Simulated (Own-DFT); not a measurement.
Al3GaN4 (wurtzite random alloy, strained, atoms displaced) (calculated)

All values are calculated (Own-DFT development build). A calculation, not a measurement: plane-wave PBE density functional theory by an unreviewed code, no spin, of a simulated periodic cell, stress positive in tension, free energy of the whole cell less one offset for each atom, forces on such cells passed a denser k mesh, this cell's mesh not checked; offsets are fitted by least squares, one for each functional and potential file, so energies compare only between cells with the same atoms and settings and are not formation energies; the far tail of each file's local potential was reset to the Coulomb form; each entry is a single point on an unrelaxed cell, so the pressure reflects the starting lattice, mostly measured values, from which strain is counted, and rises with the displacements; printed positions are rounded, which can move forces by about a meV/angstrom; the program is a retired in-house code; no spin-orbit coupling.

Common to all runs: functional PBE; potential files PseudoDojo norm-conserving, scalar-relativistic, standard set with the stringent files for Ga; wave cutoff 96 hartree; occupations Gaussian; smearing width 0.01 eV; k mesh 4 x 4 x 3 centred on Gamma.

(1) Al3GaN4 (wurtzite random alloy, strained, atoms displaced)

```
Al3GaN4
1.0
      9.3938     0.0000     0.0000
     -4.6969     8.1352     0.0000
      0.0000     0.0000    10.2165
Al Ga N Ga N Al Ga N Ga N Al N Al N Al N Al N Al Ga N Al N Al N Al N Ga Al N Al N Al N Al N Al N Ga Al N
1 1 2 2 2 1 1 2 2 2 2 2 2 2 2 2 2 2 1 1 2 2 2 2 2 2 2 1 1 2 2 2 2 2 2 2 2 2 1 1 2
Direct
  0.11053 0.21687 0.00855
  0.22267 0.11239 0.24960
  0.11237 0.22507 0.19372
  0.21003 0.11442 0.44552
  0.11126 0.22258 0.50143
  0.22004 0.11208 0.74452
  0.11389 0.22551 0.68791
  0.23118 0.11327 0.93555
  0.10819 0.55696 0.00272
  0.21671 0.45114 0.24833
  0.11477 0.55036 0.18647
  0.21963 0.44863 0.43007
  0.11926 0.56887 0.49328
  0.21996 0.44617 0.75108
  0.11020 0.55130 0.69576
  0.22313 0.45254 0.93671
  0.10702 0.90019 0.99710
  0.22345 0.78797 0.26533
  0.11281 0.89731 0.19177
  0.22476 0.78556 0.44278
  0.10641 0.88341 0.50278
  0.22298 0.78404 0.75087
  0.11226 0.88389 0.68517
  0.22296 0.77513 0.94747
  0.43950 0.21969 0.00133
  0.55362 0.11107 0.24884
  0.44244 0.22055 0.18598
  0.55568 0.10322 0.44842
  0.44387 0.21470 0.49238
  0.55937 0.12038 0.74571
  0.45165 0.22165 0.68364
  0.56269 0.11433 0.93667
  0.44513 0.55845 0.00114
  0.55014 0.43770 0.24544
  0.45265 0.55836 0.18515
  0.53997 0.43666 0.45343
  0.45363 0.55310 0.49601
  0.55623 0.45270 0.75064
  0.43724 0.54208 0.68621
  0.55549 0.44271 0.93986
  0.43815 0.89397 0.99438
  0.54791 0.76411 0.24342
  0.44683 0.90037 0.18797
  0.54250 0.76491 0.43602
  0.44879 0.89556 0.49709
  0.55635 0.78064 0.74636
  0.44903 0.89746 0.68670
  0.55460 0.78675 0.93880
  0.77989 0.21896 0.99642
  0.89562 0.11224 0.25876
  0.77477 0.21766 0.19635
  0.90731 0.12217 0.43812
  0.78052 0.23337 0.49510
  0.89044 0.11750 0.75158
  0.77802 0.22484 0.69910
  0.88737 0.10048 0.93009
  0.77348 0.55631 0.99667
  0.89014 0.44987 0.24586
  0.77771 0.56244 0.18485
  0.89771 0.44552 0.43316
  0.77679 0.56796 0.49916
  0.87947 0.43613 0.75689
  0.77695 0.55202 0.69406
  0.88504 0.44481 0.93752
  0.78255 0.88526 0.99890
  0.89232 0.77835 0.24588
  0.78196 0.88926 0.20170
  0.89728 0.78040 0.44302
  0.77899 0.88922 0.49676
  0.88416 0.77586 0.75568
  0.77524 0.88832 0.69186
  0.89245 0.78713 0.93748
```

* free energy of cell above offsets: -22.425 eV
* pressure: 3.65 GPa
* stress xx: -5.38 GPa
* stress yy: -5.65 GPa
* stress zz: 0.09 GPa
* stress yz: -0.16 GPa
* stress xz: -0.91 GPa
* stress xy: 1.1 GPa

Force:
```
element  x (eV/Å)  y (eV/Å)  z (eV/Å)
     Al    -0.414     1.142    -1.621
     Ga    -0.632     0.657     1.498
      N    -0.462    -0.529    -1.432
      N     4.513    -2.183    -1.153
     Ga    -0.011     2.934     1.023
     Ga     1.206     0.198    -0.231
      N    -1.353    -0.862     0.694
      N    -1.648    -0.017     1.082
     Al     0.371    -0.115    -0.781
     Ga     2.859    -1.304     0.504
      N    -3.931     2.856    -0.426
      N     1.616     0.454     1.817
     Ga     0.442    -2.134     2.105
     Ga     0.556     -0.29      0.09
      N    -2.153     1.664    -0.889
      N     0.399    -1.334     2.265
     Al     2.247    -1.261     0.675
     Al     0.761    -0.337    -3.365
      N     0.265    -2.108     -0.92
      N     0.062     1.608    -0.262
     Al     0.287     1.824     0.276
     Al     1.144    -1.236     0.405
      N    -1.347    -0.287     0.839
      N    -2.005     0.907    -1.359
     Al     1.794     0.568     -0.99
     Al      0.85      0.13     0.298
      N     0.882     -0.51     0.142
      N    -0.159     2.469    -2.323
     Al    -1.276     0.042     1.915
     Al      0.16    -1.183     0.774
      N    -1.037     0.963     0.022
      N     -2.23    -0.382    -0.215
     Al    -0.371     0.204    -1.127
     Ga     0.313     1.007     1.164
      N    -1.078    -0.917    -0.692
      N     4.111    -0.426     -2.56
     Al    -4.341     0.383     1.406
     Al     0.573    -1.922    -0.239
      N     0.572      2.63    -0.356
      N    -0.675      0.38     0.032
     Al     1.321     0.206     0.948
     Al    -0.144     3.138     0.929
      N    -0.064    -2.055     0.394
      N     0.393     1.425    -0.382
     Al     0.548    -2.357     1.354
     Al    -0.799    -0.568     0.339
      N    -0.124    -0.875     0.142
      N     1.028    -0.982      0.18
     Ga     0.226    -0.078     1.021
     Al    -0.961    -0.079    -1.039
      N     0.427     0.878    -0.066
      N    -4.267    -1.655     0.087
     Al      1.28    -1.001     1.005
     Al     0.505    -0.707    -1.133
      N     0.507    -0.275    -2.023
      N     1.093     0.861     1.999
     Al     0.598    -0.048     0.017
     Al     0.372    -0.871    -0.035
      N     1.106    -0.458     0.091
      N    -2.625     0.807    -0.088
     Al     0.885    -2.297     0.832
     Al     1.004     1.662    -1.022
      N    -0.372     0.956    -0.548
      N     0.238     0.948     1.142
     Al    -2.478     0.794      0.85
     Al    -0.384      0.43      1.01
      N    -0.495    -0.103    -1.569
      N    -0.726     -0.84    -1.532
     Ga    -0.686     0.507     0.244
     Al     0.608     0.241    -1.577
      N     0.587     0.275    -0.055
      N     0.539    -1.561     0.401
```

(2) Al3GaN4 (wurtzite random alloy, strained, atoms displaced)

```
Al3GaN4
1.0
      9.3938     0.0000     0.0000
     -4.6969     8.1352     0.0000
      0.0000     0.0000    10.2165
Al N Al N Ga Al N Ga Al N Al N Ga Al N Ga Al N Al N Ga Al N Al N Al N Al N Ga N Al Ga N Al N Al Ga N Al N Al N
2 2 2 2 1 1 2 1 1 2 2 2 1 1 2 1 1 2 2 2 1 1 2 2 2 2 2 2 2 2 2 1 1 2 2 2 1 1 2 2 2 2 2
Direct
  0.11835 0.23388 0.98824
  0.21092 0.11836 0.25392
  0.11536 0.23390 0.19286
  0.21465 0.11045 0.44325
  0.12083 0.22914 0.50255
  0.22505 0.11894 0.75112
  0.11096 0.22452 0.69305
  0.22781 0.11138 0.94241
  0.10343 0.54440 0.99753
  0.22371 0.44804 0.25500
  0.10921 0.55587 0.18852
  0.21930 0.43962 0.44433
  0.10384 0.55421 0.49570
  0.21662 0.44098 0.75233
  0.11860 0.55296 0.69630
  0.22504 0.44931 0.93610
  0.12489 0.90371 0.00194
  0.22324 0.77781 0.24698
  0.10741 0.88245 0.18536
  0.21505 0.77337 0.44348
  0.10673 0.89447 0.51076
  0.22487 0.77322 0.74128
  0.11502 0.88104 0.68303
  0.22148 0.77349 0.93491
  0.43625 0.21681 0.01275
  0.54847 0.10616 0.24802
  0.45083 0.21938 0.18480
  0.55355 0.10607 0.44443
  0.44210 0.21852 0.49150
  0.56346 0.11791 0.75014
  0.45099 0.22234 0.68255
  0.53670 0.10310 0.93592
  0.42843 0.54715 0.99676
  0.55266 0.43933 0.24769
  0.44119 0.55492 0.18558
  0.54851 0.43513 0.43653
  0.43432 0.54777 0.49931
  0.56060 0.44585 0.75003
  0.44271 0.55583 0.69760
  0.55460 0.44856 0.94055
  0.44799 0.89885 0.00435
  0.55166 0.77553 0.24999
  0.45027 0.89368 0.18900
  0.54741 0.77240 0.43686
  0.43987 0.88417 0.49507
  0.55230 0.78645 0.75598
  0.43266 0.88497 0.69767
  0.56458 0.78720 0.94183
  0.78241 0.22310 0.00456
  0.89462 0.11995 0.25168
  0.77239 0.21688 0.19459
  0.88828 0.10182 0.44444
  0.77836 0.22223 0.50466
  0.88634 0.10211 0.74350
  0.78722 0.22192 0.68234
  0.89350 0.11239 0.94374
  0.79197 0.55481 0.00523
  0.88243 0.44836 0.24954
  0.78094 0.56225 0.18989
  0.88775 0.44478 0.44951
  0.76996 0.54873 0.50616
  0.88303 0.44379 0.74563
  0.77281 0.56184 0.69642
  0.89215 0.44734 0.93742
  0.79071 0.89613 0.99422
  0.89666 0.77597 0.24863
  0.78193 0.88526 0.18719
  0.89668 0.77441 0.44120
  0.78777 0.89166 0.50365
  0.89492 0.77707 0.75489
  0.77813 0.88020 0.68715
  0.89210 0.78003 0.93843
```

- free energy of cell above offsets: -22.711 eV
- pressure: 3.4 GPa
- stress xx: -4.6 GPa
- stress yy: -5 GPa
- stress zz: -0.6 GPa
- stress yz: 0.5 GPa
- stress xz: -0.92 GPa
- stress xy: 0.12 GPa

Force:
```
element  x (eV/Å)  y (eV/Å)  z (eV/Å)
     Al     0.152    -1.537     1.581
     Al     1.724    -1.488    -0.202
      N     0.647     0.117    -1.545
      N     1.059     1.238    -1.288
     Al    -1.652     -1.32     0.562
     Al     1.573    -1.006    -0.316
      N     1.239    -0.169    -0.497
      N     -2.62     0.881    -1.474
     Ga     0.707     2.672     0.518
     Al    -0.214     0.521    -0.315
      N    -0.089    -0.487     1.291
      N    -0.012     0.311    -1.267
     Ga     1.407     0.306     1.714
     Al     1.344     0.827    -0.499
      N    -1.632     0.013    -1.062
      N    -1.733    -2.281    -1.118
     Al    -0.277    -3.252    -0.602
     Al    -0.187     0.144     0.465
      N     0.833     1.931     0.626
      N     0.942     1.415    -1.695
     Ga     1.098    -0.792    -2.586
     Al    -1.334    -0.411     2.095
      N    -1.171     1.179     4.135
      N    -0.178     1.112     0.638
     Ga     1.194     1.986    -3.565
     Al     1.173     0.227     1.326
      N    -1.722     0.252     4.313
      N    -0.042     0.415    -1.179
     Al     0.141    -0.527     1.373
     Al    -0.944    -1.248    -0.269
      N    -0.781     0.437     0.363
      N     2.163     1.548    -0.267
     Ga     3.433     2.926     0.576
     Al    -0.179     1.095    -0.318
      N     0.082    -0.446     1.646
      N     0.033     0.969    -0.185
     Al     1.097     1.323     1.158
     Al    -1.894     -0.47     0.955
      N     0.046    -0.157    -1.126
      N      1.61    -0.584    -0.029
     Al     0.372    -2.448    -1.155
     Al     1.395       0.4      -0.5
      N    -0.863    -0.922     0.277
      N     0.905    -0.077     0.416
     Al    -0.048    -0.187     1.242
     Al     0.717    -1.337    -0.204
      N     2.847     2.009    -2.082
      N    -0.644     0.384     -0.05
     Ga    -1.298    -0.682    -0.447
     Ga    -0.021    -2.094     0.422
      N     -1.02     1.669     0.129
      N    -0.108     2.188     0.406
     Al     0.278    -0.838    -1.665
     Ga     0.094     0.245     1.042
      N    -1.859    -0.435     1.303
      N     0.616       0.7    -0.883
     Al    -2.956     1.078    -0.856
     Al      1.15    -0.613     0.834
      N    -0.097     -1.53     0.055
      N    -1.916     -1.42    -1.729
     Al    -0.033     1.056    -0.419
     Ga     1.169     0.539     0.249
      N     0.968    -0.386    -1.528
      N    -1.224    -1.465    -0.106
     Al    -1.025    -1.677     1.527
     Al    -1.609     0.798     0.734
      N     -0.29     0.129     0.211
      N    -2.317    -1.091    -0.677
     Al    -0.824    -1.925    -0.983
     Al    -0.161     0.417    -0.133
      N    -0.444    -0.247     0.354
      N     1.211     0.086     0.285
```
